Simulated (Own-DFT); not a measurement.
# Which way do the neighbours of a vacancy move? diamond silicon, 63 atoms (Si63), with one Si vacancy

Calculated results; nothing here was measured. They come from Own-DFT, an in-house plane-wave density functional program, since retired, whose code no person has reviewed. Each row is one single-point run on a periodic cell that was not relaxed, without spin or spin-orbit coupling.

Settings of every run: PBE; PseudoDojo norm-conserving scalar-relativistic files; cutoff 20 hartree; 3 x 3 x 3 k mesh centred on Gamma; Fermi-Dirac smearing of 0.1 eV.

Known limits: not probed for a lower state with spin; forces not confirmed at this smearing and k mesh; stress not checked against mesh or cutoff.

Cell vectors in Å: (10.862, 0.000, 0.000); (0.000, 10.862, 0.000); (0.000, 0.000, 10.862). Every atom was also moved at random, by a Gaussian of width 0.05 Å on each axis. The defect's site can differ from row to row. The empty site has 4 nearest neighbours, all Si. For each, d is its distance from the empty site and R the part of its force along the line away from it, positive outwards. The last column is the rms force component on atoms over 4.5 Å away.

| run | d1 (Å) | d2 (Å) | d3 (Å) | d4 (Å) | R1 (eV/Å) | R2 (eV/Å) | R3 (eV/Å) | R4 (eV/Å) | far F (eV/Å) |
|---|---|---|---|---|---|---|---|---|---|
| 1 | 2.309 | 2.315 | 2.337 | 2.427 | -0.10 | -0.27 | -0.31 | -1.31 | 0.66 |
| 2 | 2.239 | 2.295 | 2.325 | 2.363 | 0.02 | 0.00 | -0.28 | -0.32 | 0.65 |
| 3 | 2.339 | 2.363 | 2.430 | 2.463 | -0.46 | -0.08 | -0.47 | -0.82 | 0.77 |
| 4 | 2.276 | 2.365 | 2.387 | 2.458 | 0.31 | -0.69 | -0.36 | -0.82 | 0.89 |
| 5 | 2.348 | 2.373 | 2.378 | 2.391 | -0.73 | -0.42 | -0.33 | -0.40 | 0.77 |
| 6 | 2.269 | 2.387 | 2.442 | 2.476 | -0.07 | -0.67 | -0.35 | -0.73 | 0.83 |
| 7 | 2.371 | 2.378 | 2.378 | 2.393 | -0.42 | -0.18 | -0.09 | -0.62 | 0.72 |
| 8 | 2.312 | 2.353 | 2.364 | 2.434 | 0.02 | -0.67 | -0.45 | -0.66 | 0.91 |
| 9 | 2.281 | 2.326 | 2.329 | 2.338 | ? | ? | ? | ? | ? |

## Worked fit

A straight line through the 32 neighbours shown gives R = -0.40 - 4.1 (d - 2.367) eV/Å, with a scatter of 0.23 left by the moves of the other atoms. The slope, with an error of 0.7, is the pull back towards the neighbour's own site. The constant, -0.40 ± 0.04 eV/Å, is the force at the mean distance: with one bond gone, the neighbours are pushed inwards, towards the empty site. It shows how a relaxation would start, not where it would end, and it depends somewhat on the width of the random moves.

## Withheld run

Question: what mean R should the neighbours of run 9 feel? Their mean d is 2.318 Å.

The line gives -0.20 ± 0.09 eV/Å, by the scatter of the means of the runs shown. The calculation gave R = -0.52, -0.44, -0.56, -0.22, a mean of -0.43 eV/Å.
